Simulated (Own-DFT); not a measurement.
# A layer strained by its substrate: diamond-structure GeSn with randomly placed atoms, 64 atoms (Ge60Sn4)

Calculated, not measured: single-point runs of Own-DFT, a retired in-house plane-wave DFT program that no person has reviewed, on unrelaxed cells, without spin or spin-orbit coupling.

Common settings: PBE; PseudoDojo norm-conserving scalar-relativistic files; cutoff 49 hartree; 3 x 3 x 3 k mesh centred on Gamma; Fermi-Dirac smearing of 0.1 eV.

Keep in mind: forces on such cells moved up to 12 meV/angstrom on a denser k mesh; stress not checked against mesh or cutoff.

Unstrained cell vectors in Å: (11.420, 0.000, 0.000); (0.000, 11.420, 0.000); (0.000, 0.000, 11.420). The unstrained cell has measured lattice constants (interpolated for alloys), not those of this functional. That, the random moves and any unrelaxed bonds set the pressure at no strain. Each run strains x and y alike by e, as a substrate would, and holds the height along z. Each atom got a random Gaussian move of width 0.05 Å along each axis. The random placing of the alloy's atoms differs from row to row. Stress is positive in tension.

```
e (%),u (Å),(s_xx + s_yy)/2 (GPa),s_zz (GPa)
-3.00,0.048,-10.89,-8.94
-2.75,0.047,-10.27,-8.37
-2.00,0.053,-8.78,-7.51
-1.25,0.048,-7.16,-6.20
-0.25,0.048,?,?
0.25,0.050,-4.36,-4.54
1.00,0.047,-3.27,-3.65
1.50,0.050,-2.38,-3.33
2.00,0.046,-1.69,-2.83
3.00,0.048,-0.28,-1.92
```

## Working it out

With e as a fraction, the in-plane stress is -4.9 + 176 e - 798 e² GPa (errors 1 and 62, scatter 0.06), and s_zz is -4.8 + 115 e - 689 e² GPa (slope ± 2, scatter 0.12). At e = 0 the first slope is C11 + C12 and the second 2 C12, both with the ions held to the strained lattice and at the cell's own pressure. The term in e² is negative: the layer stiffens under compression and softens under tension. A free layer would change its height as e changes, and the in-plane slope would drop by 2 C12²/C11 to the biaxial modulus. At fixed height, a misfit of 1 % moves the in-plane stress by about 1.8 GPa and s_zz by 1.1 GPa.

## Prediction

Q: what are the two stresses at e = -0.25 %?

The fitted form gives -5.3 and -5.1 GPa. Computed: -5.40 and -5.30 GPa.
